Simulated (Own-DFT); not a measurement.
# Response to strain: wurtzite AlN, 72 atoms (Al36N36)

No measurement is shown. These are fixed-geometry runs of a retired plane-wave code named Own-DFT, which no person has reviewed; spin and spin-orbit coupling are neglected.

Common settings: PBE; PseudoDojo norm-conserving scalar-relativistic files; cutoff 42 hartree; 4 x 4 x 3 k mesh centred on Gamma; Gaussian smearing of 0.01 eV.

Caveats: k mesh not checked against a denser one; stress not checked against mesh or cutoff.

Unstrained cell vectors in Å: (9.336, 0.000, 0.000); (-4.668, 8.085, 0.000); (0.000, 0.000, 9.964). The unstrained cell has measured lattice constants (interpolated for alloys), not those of this functional. That, the random moves and any unrelaxed bonds set the pressure at no strain. The cell is deformed uniformly in each run, and the atoms keep their fractional places. Each coordinate of each atom was shifted by a normal deviate of width 0.05 Å. Strains are tensor components in per cent; tension counts as positive stress, and P is minus the mean normal stress.

```
run  e_xx (%)  e_yy (%)  e_zz (%)  e_yz (%)  e_xz (%)  e_xy (%)  s_xx (GPa)  s_yy (GPa)  s_zz (GPa)  s_yz (GPa)  s_xz (GPa)  s_xy (GPa)  P (GPa)  E (meV/atom)
  1     -1.15     -0.89     -1.84      2.00     -1.88     -1.47      -13.40      -13.50      -17.29        5.92       -5.62       -5.39    14.73          38.2
  2     -0.99     -0.69     -0.91      1.95      1.26      0.05      -13.43       -9.74      -12.65        4.92        4.02        2.42    11.94          39.2
  3     -1.58      0.67     -1.95     -0.04     -1.98     -1.49      -14.38       -7.50      -15.10       -0.57       -5.70       -4.98    12.33          39.7
  4      0.57     -0.53      0.43     -1.84      0.13     -1.38       -4.37       -8.18       -2.07       -3.70        0.78       -4.83     4.88          12.3
  5      0.12     -1.62     -1.78     -1.10      0.45     -0.10       -7.30      -13.81      -18.77       -2.74        1.03       -0.83    13.29          35.9
  6      1.21      1.19     -0.66     -1.56      0.93     -1.37       -0.49        0.04       -6.57       -4.15        2.24       -4.98     2.34          21.6
  7      1.78      1.80      1.74      0.06     -0.63      0.63        5.09        4.66        4.18        0.02       -1.90        2.14    -4.64           0.0
  8      0.97      1.67      0.09     -1.49     -0.78      0.53        0.43        1.88       -1.81       -3.55       -2.17        2.34    -0.17           2.8
  9     -1.75      1.06      0.90     -0.89      1.85     -1.68      -12.25       -3.05       -1.02       -1.67        4.78       -6.49     5.44           9.4
 10      1.55      0.82     -1.54      0.74     -1.90     -1.00        1.74       -1.19      -11.77        1.25       -4.52       -3.42     3.74          12.4
 11      0.94     -1.30     -1.09     -1.64      1.50     -1.68       -3.10      -11.31      -13.29       -2.82        3.03       -5.94     9.23          34.8
 12     -0.24     -1.99      0.06      0.97     -0.33      1.35       -9.08      -18.59       -5.10        3.04       -2.01        4.03    10.92          23.4
 13     -1.30     -0.03     -0.89      0.04      1.45      1.08      -13.93       -7.01      -12.10        0.12        4.20        4.89    11.01          28.6
 14     -0.99     -1.96     -1.13     -1.53     -0.86      1.23      -13.38      -16.73      -14.86       -3.11       -2.22        5.36    14.99          28.3
 15     -1.31      1.78     -1.10     -1.48      0.01      1.46           ?           ?           ?           ?           ?           ?        ?             ?
```

The last column gives the free energy per atom over the lowest of the runs shown.

## Worked fit

Least squares on the runs shown: each stress against a constant and the strains, taken as fractions with shears doubled. Shear strains stay in the fit of a normal stress only where such slopes are resolved. The slopes, in GPa:

```
stress,at no strain,per e_xx,per e_yy,per e_zz,scatter
s_xx,-6.2,489 ± 18,91 ± 18,55 ± 21,0.76
s_yy,-6.6,118 ± 30,470 ± 29,28 ± 35,1.24
s_zz,-5.7,51 ± 37,104 ± 37,535 ± 43,1.54
```

The slope of each shear stress on twice its own strain, from a fit on all six strains: yz 122 ± 5, xz 138 ± 8, xy 193 ± 11 GPa. These are stiffnesses along x, y and z of the frame in which the cell vectors are given, with the crystal's c axis along z: C11, C12, C13 and C33. Hexagonal symmetry asks that xx and yy behave alike, which is a second check on the noise. These are clamped-ion slopes: internal relaxation, where symmetry allows it, would soften some. Symmetry asks for nearly equal slopes across the diagonal; the mismatch is a measure of noise. A ninth of the table's sum, 216 ± 3 GPa, estimates the bulk modulus near the mean pressure of these runs, 7.9 GPa, so it lies above the value at zero pressure.

## Test on the hidden row

Asked: what normal stresses and pressure should run 15 give?

The fitted form gives s_xx = -11.6, s_yy = -0.1, s_zz = -10.4 and P = 7.4 GPa. DFT gave -11.60, 1.30, -11.94 and P = 7.41 GPa.
